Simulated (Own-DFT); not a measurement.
# Computed records: Si12O23 (quartz with two neutral oxygen vacancies, strained, atoms displaced)

All values are calculated (Own-DFT development build). A calculation, not a measurement: plane-wave PBE and HSE06 DFT by an unreviewed code, no spin, of a simulated cell at Gamma alone, so results move with cell size and shape, stress positive in tension, energies less offsets, not probed for a lower state with spin; oxygen file: force components 24 meV/angstrom off all-electron in a glass; k mesh not checked against a denser one; forces and stress are PBE's, HSE06 gives the energy alone, and its difference from PBE has offsets of its own; offsets are fitted by least squares, one for each functional and potential file, so energies compare only between cells with the same atoms and settings and are not formation energies; the far tail of each file's local potential was reset to the Coulomb form; each entry is a single point on an unrelaxed cell, so the pressure reflects the starting lattice, mostly measured values (interpolated for alloys), from which strain is counted, and rises with the displacements; printed positions are rounded, which can move forces by about a meV/angstrom; the program, named Own-DFT, is a retired in-house code; no spin-orbit coupling.

Common to all runs: first functional PBE; second functional HSE06; exact exchange share 0.25; screening 0.11 1/bohr; exchange divergence Gygi-Baldereschi; potential files PseudoDojo norm-conserving, scalar-relativistic, made for PBE, standard set; wave cutoff 48 hartree; occupations fixed; k mesh 1 x 1 x 1 centred on Gamma.

(1) Si12O23 (quartz with two neutral oxygen vacancies, strained, atoms displaced)

```
Si12O23
1.0
      9.6626     0.1108    -0.1733
     -4.7353     8.5070     0.2079
     -0.1906     0.1541    10.6231
Si O Si O Si O Si O Si O Si O Si O Si O
3 5 3 6 3 5 3 6 3 6 3 6 3 6 3 6
Direct
  0.22893 0.99894 0.00048
  0.99859 0.23564 0.33231
  0.26158 0.26265 0.16860
  0.20429 0.12839 0.05534
  0.42503 0.29048 0.23045
  0.06869 0.36036 0.43920
  0.12835 0.20521 0.27657
  0.29075 0.42346 0.10718
  0.22900 0.00575 0.50370
  0.00279 0.23446 0.83869
  0.25862 0.25805 0.66705
  0.21125 0.13823 0.56072
  0.42884 0.29061 0.72544
  0.36838 0.07379 0.89127
  0.06966 0.36304 0.94036
  0.14078 0.20702 0.77562
  0.28964 0.42631 0.61377
  0.24445 0.50356 0.00044
  0.99731 0.73550 0.33073
  0.26328 0.76353 0.16848
  0.21459 0.63637 0.06386
  0.43274 0.79150 0.22166
  0.36659 0.57546 0.39430
  0.13290 0.70721 0.27725
  0.29841 0.92597 0.10897
  0.23617 0.50202 0.50156
  0.99217 0.73220 0.83269
  0.26094 0.75741 0.66314
  0.20376 0.63196 0.56328
  0.42415 0.79494 0.72694
  0.36695 0.57069 0.89269
  0.07314 0.86519 0.94135
  0.12855 0.70664 0.77595
  0.29262 0.92571 0.60563
  0.73664 0.00314 0.00060
  0.50642 0.23931 0.33361
  0.76479 0.26700 0.16783
  0.71220 0.14226 0.05851
  0.92300 0.29493 0.22537
  0.86576 0.07290 0.39582
  0.57112 0.36203 0.43963
  0.63403 0.20454 0.27137
  0.78991 0.42185 0.10602
  0.73662 0.00120 0.49668
  0.50425 0.23590 0.83529
  0.76623 0.26538 0.66432
  0.70765 0.13034 0.55909
  0.93101 0.29735 0.72265
  0.86664 0.07329 0.89119
  0.57169 0.36783 0.94054
  0.63094 0.20803 0.77777
  0.79034 0.42716 0.60868
  0.73303 0.49705 0.99773
  0.50751 0.73568 0.33299
  0.76138 0.76697 0.16420
  0.70747 0.63960 0.06098
  0.93259 0.79718 0.22542
  0.86736 0.57430 0.39356
  0.57241 0.86153 0.43963
  0.63586 0.70807 0.27778
  0.79292 0.92203 0.10639
  0.74134 0.50479 0.49808
  0.50428 0.73873 0.83702
  0.76696 0.76335 0.66954
  0.70887 0.63251 0.55823
  0.91951 0.79147 0.72530
  0.86700 0.57150 0.88885
  0.56979 0.86405 0.93933
  0.63899 0.71583 0.77369
  0.79330 0.92350 0.60618
```

- PBE energy of cell above offsets: -17.378 eV
- HSE06 less PBE above offsets: -0.671 eV
- PBE pressure: 14.62 GPa
- PBE stress xx: -16.63 GPa
- PBE stress yy: -11.55 GPa
- PBE stress zz: -15.69 GPa
- PBE stress yz: 3.69 GPa
- PBE stress xz: -5.02 GPa
- PBE stress xy: 5.44 GPa

Force:
```tsv
element	x (eV/Å)	y (eV/Å)	z (eV/Å)
Si	3.639	-0.768	-2.088
Si	-0.405	-0.851	1.881
Si	0.179	-2.574	-0.271
O	-2.503	3.731	2.747
O	-2.234	1.347	-3.227
O	0.685	2.243	1.561
O	2.383	-0.488	-1.474
O	1.801	-0.521	2.182
Si	2.093	-2.496	-6.276
Si	0.77	0.141	-2.324
Si	2.361	2.501	0.645
O	-2.616	0.998	0.082
O	-1.594	0.898	-1.758
O	-0.893	-1.044	1.358
O	1.105	2.475	1.989
O	-2.489	-1.269	2.659
O	0.457	0.165	0.354
Si	-4.724	0.089	-1.764
Si	3.094	1.389	5.477
Si	0.78	-0.527	1.054
O	-0.264	-1.379	-1.414
O	-0.683	0.552	-0.763
O	0.25	-0.143	-0.211
O	1.529	-0.712	-0.468
O	-0.804	1.586	-0.489
Si	-1.263	-1.053	-1.506
Si	3.186	1.538	1.663
Si	-2.065	2.201	2.899
O	-0.356	-2.042	-2.378
O	0.989	0.184	0.042
O	1.356	0.961	-1.263
O	-1.301	-1.406	-0.855
O	1.388	-0.167	-1.084
O	0.627	-0.455	1.09
Si	-2.157	0.498	-1.459
Si	-0.061	-4.813	3.683
Si	-1.003	-2.638	-0.702
O	0.315	-1.558	-1.086
O	2.146	1.072	0.076
O	1.506	0.983	-2.302
O	1.124	3.357	1.955
O	0.26	-0.598	0.652
O	-0.126	2.705	0.063
Si	-1.765	-1.661	0.85
Si	-2.131	-0.725	1.536
Si	-1.197	-2.187	0.99
O	-1.204	1.337	0.667
O	1.108	-0.013	0.54
O	-0.226	-1.143	0.48
O	-0.527	0.188	0.337
O	4.893	-0.27	-2.319
O	1.194	0.08	1.151
Si	-1.345	2.491	-0.639
Si	-2.787	-0.658	2.004
Si	2.336	-3.396	3.086
O	0.745	-2.408	-1.955
O	-3.773	1.388	-3.875
O	1.118	-0.18	-1.52
O	0.118	1.367	0.933
O	3.603	-0.725	-1.466
O	-0.852	4.037	-0.737
Si	-3.354	-1.65	-0.7
Si	-0.517	-1.857	-1.502
Si	-5.191	-1.737	-4.294
O	-1.049	1.322	0.876
O	4.711	1.928	1.076
O	-1.271	-1.89	1.457
O	0.755	2.707	2.499
O	-0.313	-1.158	1.251
O	0.439	0.699	0.33
```

(2) Si12O23 (quartz with two neutral oxygen vacancies, strained, atoms displaced)

```
Si12O23
1.0
      9.7179     0.1888    -0.1649
     -4.6955     8.5260     0.1852
     -0.1814     0.1305    10.8064
Si O Si O Si O Si O Si O Si O Si O Si O
3 6 3 6 3 6 3 6 3 6 3 4 3 6 3 6
Direct
  0.23601 0.00035 0.00507
  0.99572 0.23267 0.33356
  0.25706 0.26190 0.16862
  0.20806 0.13432 0.05630
  0.42551 0.28899 0.22317
  0.37026 0.07027 0.39311
  0.07498 0.36715 0.43977
  0.13669 0.20994 0.27039
  0.29197 0.42638 0.11573
  0.23430 0.00141 0.50275
  0.99595 0.22465 0.83916
  0.26636 0.26469 0.66710
  0.20978 0.13549 0.55953
  0.42850 0.29879 0.72534
  0.36638 0.07340 0.89774
  0.07223 0.36214 0.93935
  0.13193 0.20839 0.77511
  0.29028 0.42057 0.60695
  0.23414 0.49739 0.00191
  0.99750 0.73820 0.32886
  0.26066 0.76565 0.16651
  0.20228 0.63491 0.05727
  0.42619 0.79162 0.22869
  0.36507 0.56803 0.39437
  0.07906 0.87004 0.44214
  0.13388 0.70310 0.27297
  0.29693 0.92429 0.10555
  0.23446 0.49593 0.50438
  0.00456 0.73734 0.83581
  0.25692 0.76177 0.66715
  0.20603 0.63554 0.55932
  0.43181 0.79810 0.72497
  0.36143 0.56542 0.89354
  0.07623 0.86748 0.93900
  0.12897 0.70427 0.77356
  0.28986 0.92928 0.60484
  0.74312 0.00177 0.00107
  0.49838 0.23509 0.33296
  0.76471 0.26123 0.16595
  0.70825 0.13080 0.05856
  0.92777 0.29064 0.22544
  0.86414 0.07317 0.38779
  0.57241 0.36265 0.43806
  0.63545 0.20692 0.27206
  0.79481 0.43155 0.11017
  0.73558 0.00341 0.49943
  0.49087 0.23912 0.83843
  0.76735 0.26912 0.66914
  0.71011 0.13320 0.56309
  0.86623 0.07649 0.89116
  0.57394 0.36198 0.94166
  0.63183 0.20673 0.77504
  0.73676 0.50517 0.99890
  0.49691 0.73122 0.33823
  0.76731 0.76461 0.16592
  0.70956 0.62834 0.06002
  0.92766 0.79107 0.22243
  0.86937 0.57391 0.39366
  0.56942 0.86533 0.43806
  0.63402 0.70853 0.27201
  0.78943 0.92946 0.10381
  0.73077 0.49678 0.49732
  0.50334 0.73087 0.83041
  0.76477 0.75990 0.66921
  0.70990 0.63591 0.55551
  0.93285 0.79771 0.72748
  0.86739 0.57482 0.89365
  0.57530 0.86629 0.93877
  0.63293 0.70228 0.77528
  0.79526 0.92603 0.60465
```

- PBE energy of cell above offsets: -19.713 eV
- HSE06 less PBE above offsets: 0.126 eV
- PBE pressure: 7.23 GPa
- PBE stress xx: -9.03 GPa
- PBE stress yy: -4.33 GPa
- PBE stress zz: -8.32 GPa
- PBE stress yz: 4.62 GPa
- PBE stress xz: -5.01 GPa
- PBE stress xy: 5.19 GPa

Force:
```tsv
element	x (eV/Å)	y (eV/Å)	z (eV/Å)
Si	-0.854	0.12	-3.426
Si	2.796	0.784	2.077
Si	3.256	-0.75	-1.924
O	-1.467	1.427	1.326
O	-1.437	0.489	-1.434
O	-0.722	0.12	0.627
O	-0.142	-0.663	-0.328
O	-2.575	-1.664	3.037
O	-0.398	1.459	-0.798
Si	-0.485	1.703	-4.799
Si	-1.28	5.017	-3.228
Si	-1.541	-2.995	0.64
O	-1.158	1.383	0.726
O	-0.227	0.763	-0.654
O	-0.221	0.3	-0.334
O	0.271	0.566	0.828
O	2.003	-0.287	-1.262
O	0.911	1.128	1.433
Si	-1.44	0.682	-0.742
Si	4.271	-1.384	5.375
Si	2.403	-3.09	0.633
O	0.21	-0.097	0.029
O	-1.466	0.175	-1.39
O	-0.051	-0.186	0.714
O	-1.309	-1.747	-2.04
O	-1.303	0.102	0.733
O	0.331	1.41	0.915
Si	-2.277	2.084	-3.568
Si	-0.805	-1.025	1.862
Si	1.868	0.922	-0.143
O	0.114	-0.574	-0.079
O	-1.951	-0.417	-1.178
O	0.998	1.388	-0.817
O	0.17	0.751	0.947
O	2.019	-0.494	-0.582
O	2.986	-2.644	4.226
Si	-5.952	0.977	-6.011
Si	1.855	-1.758	0.828
Si	-1.484	0.292	-0.887
O	-0.69	1.367	0.567
O	-0.972	1.091	-1.888
O	-0.315	-0.963	0.876
O	-0.65	0.647	0.136
O	-0.046	-0.242	0.364
O	0.992	-1.2	0.623
Si	-0.945	-1.132	-1.771
Si	4.423	-2.251	-0.017
Si	0.63	1.213	0.386
O	-0.723	0.645	-0.06
O	-0.691	-3.927	1.677
O	0.113	2.186	1.411
O	-1.33	0.188	0.473
Si	1.43	-3.58	-2.014
Si	0.876	-0.198	-0.076
Si	-3.203	-1.247	-0.854
O	-2.911	4.169	2.165
O	-1.241	1.925	-2.582
O	-0.206	0.544	-0.264
O	0.922	1.402	1.235
O	1.039	-0.072	-0.298
O	5.16	-3.858	5.824
Si	2.559	-1.481	1.406
Si	-2.63	0.452	3.644
Si	-0.247	0.553	-1.377
O	-0.697	0.679	1.017
O	-1.403	0.307	-1.185
O	0.255	0.513	-0.476
O	0.913	-0.121	-0.351
O	2.729	-0.681	-1.171
O	0.939	-1.195	1.243
```

(3) Si12O23 (quartz with two neutral oxygen vacancies, strained, atoms displaced)

```
Si12O23
1.0
      9.7083    -0.0838     0.0138
     -4.9267     8.6846     0.1471
      0.0152     0.1956    10.8659
Si O Si O Si O Si O Si O Si O Si O Si O
3 4 3 6 3 6 3 6 3 6 3 6 3 6 3 6
Direct
  0.23459 0.00048 0.99997
  0.99759 0.23411 0.33597
  0.26845 0.26851 0.17323
  0.21189 0.13352 0.06232
  0.36725 0.07643 0.39547
  0.07703 0.36850 0.44191
  0.29161 0.43036 0.11067
  0.23683 0.00061 0.50112
  0.99925 0.23748 0.83091
  0.26822 0.27059 0.66507
  0.20671 0.13324 0.55570
  0.43011 0.29388 0.72490
  0.36234 0.07351 0.89380
  0.07193 0.36294 0.93953
  0.13908 0.20081 0.77219
  0.29588 0.42808 0.60620
  0.23453 0.49860 0.00071
  0.99913 0.73443 0.33313
  0.26395 0.76209 0.17028
  0.20878 0.63626 0.06291
  0.42782 0.79562 0.22439
  0.36454 0.57631 0.39656
  0.06825 0.86524 0.44110
  0.13225 0.71001 0.27755
  0.29350 0.92997 0.10567
  0.23648 0.49725 0.49779
  0.99794 0.73416 0.83241
  0.25842 0.75769 0.66697
  0.20915 0.63527 0.56051
  0.42345 0.79560 0.72930
  0.37029 0.57120 0.89157
  0.07365 0.87110 0.93561
  0.13365 0.70334 0.77266
  0.29025 0.92401 0.60215
  0.73386 0.99793 0.99939
  0.50375 0.24035 0.33207
  0.76580 0.26703 0.16821
  0.70468 0.12925 0.05853
  0.92371 0.29254 0.23068
  0.87229 0.07765 0.39229
  0.57582 0.36729 0.44114
  0.62695 0.20296 0.27196
  0.79770 0.42597 0.10717
  0.73211 0.00177 0.49814
  0.49921 0.23239 0.83606
  0.75942 0.25956 0.66716
  0.70488 0.13202 0.55617
  0.92817 0.29446 0.72464
  0.87240 0.07778 0.89224
  0.57334 0.36850 0.94104
  0.63267 0.20833 0.77564
  0.79211 0.42549 0.60661
  0.73358 0.49818 0.99880
  0.49846 0.73692 0.33513
  0.77007 0.76710 0.16448
  0.70623 0.63015 0.05926
  0.92928 0.79607 0.22728
  0.86550 0.57661 0.38798
  0.57358 0.86261 0.43992
  0.64134 0.70834 0.27334
  0.78935 0.92249 0.10943
  0.73946 0.50313 0.49691
  0.49877 0.73635 0.83666
  0.76728 0.77206 0.66786
  0.70517 0.63054 0.55668
  0.92887 0.79276 0.72509
  0.86926 0.57747 0.89242
  0.57045 0.86686 0.94086
  0.63570 0.70520 0.77081
  0.79242 0.93123 0.60870
```

* PBE stress yy: ?
* PBE pressure: ?

To be estimated
1. Give the missing PBE stress yy for Si12O23 (quartz with two neutral oxygen vacancies, strained, atoms displaced) (entry 3).
2. Si12O23 (quartz with two neutral oxygen vacancies, strained, atoms displaced) (entry 3): PBE pressure?

## Answers
1. -3.66 GPa
2. 5.4 GPa

Further results for Si12O23 (quartz with two neutral oxygen vacancies, strained, atoms displaced) (entry 3):

* PBE energy of cell above offsets: -21.419 eV
* HSE06 less PBE above offsets: 0.236 eV
* PBE stress xx: -7.44 GPa
* PBE stress zz: -5.12 GPa
* PBE stress yz: 7.45 GPa
* PBE stress xz: 0.99 GPa
* PBE stress xy: -2.77 GPa

Force:
```tsv
element	x (eV/Å)	y (eV/Å)	z (eV/Å)
Si	-1.916	-0.581	0.929
Si	4.549	3.471	-1.874
Si	-0.001	-1.775	1.762
O	-0.712	1.417	0.921
O	1.302	0.718	-1.508
O	-1.317	-1.581	-0.839
O	0.918	-0.318	0.432
Si	-3.037	-0.278	-0.832
Si	3.161	0.36	0.217
Si	1.717	-2.792	-1.548
O	-0.369	1.507	1.272
O	0.645	0.242	0.199
O	1.409	0.399	-1.337
O	0.144	0.622	0.078
O	-3.01	0.206	1.804
O	0.037	0.878	0.016
Si	-1.331	0.764	-0.197
Si	-0.775	3.272	1.555
Si	-1.536	1.413	-2.251
O	0.373	-1.045	-0.738
O	1.55	0.243	0.907
O	2.003	1.153	-2.585
O	0.354	-0.103	-0.328
O	2.194	-0.732	-0.644
O	1.392	-2.11	1.605
Si	-2.6	1.032	3.15
Si	1.656	2.461	0.45
Si	1.154	1.996	-2.426
O	0.611	-1.529	-0.932
O	1.091	0.172	0.308
O	-0.577	-0.836	0.742
O	-0.24	-0.939	-0.371
O	-2.166	-0.831	2.262
O	1.764	-1.79	2.324
Si	0.027	0.768	0.44
Si	-3.941	0.513	0.264
Si	0.133	-2.391	-1.972
O	-0.169	1.355	1.247
O	-0.076	0.778	-0.464
O	-1.37	-3.318	1.637
O	-0.255	-0.578	-0.709
O	1.48	-0.536	-0.489
O	-0.616	0.98	-0.838
Si	0.709	-0.732	0.272
Si	-1.582	1.961	0.111
Si	0.695	1.006	-2.1
O	-0.697	1.09	1.021
O	-0.723	0.271	-1.037
O	-0.841	-1.844	0.827
O	-0.462	-1.498	-0.841
O	0.938	-0.939	0.385
O	0.6	-0.663	0.186
Si	0.166	0.776	0.976
Si	2.369	-0.093	-1.362
Si	0.155	-2.251	-0.685
O	-0.006	0.746	0.628
O	0.616	0.578	-0.797
O	0.292	-1.672	-0.075
O	-0.23	0.589	0.248
O	-2.769	-0.465	1.785
O	-0.455	1.651	-1.327
Si	-1.546	-0.269	1.728
Si	1.105	0.772	-1.444
Si	1.547	-2.085	-3.112
O	-0.218	1.912	1.446
O	-0.366	0.653	-0.916
O	-0.421	-1.947	0.767
O	0.082	-0.363	-0.29
O	-2.534	-0.28	2.34
O	-0.071	0.436	-0.373
```
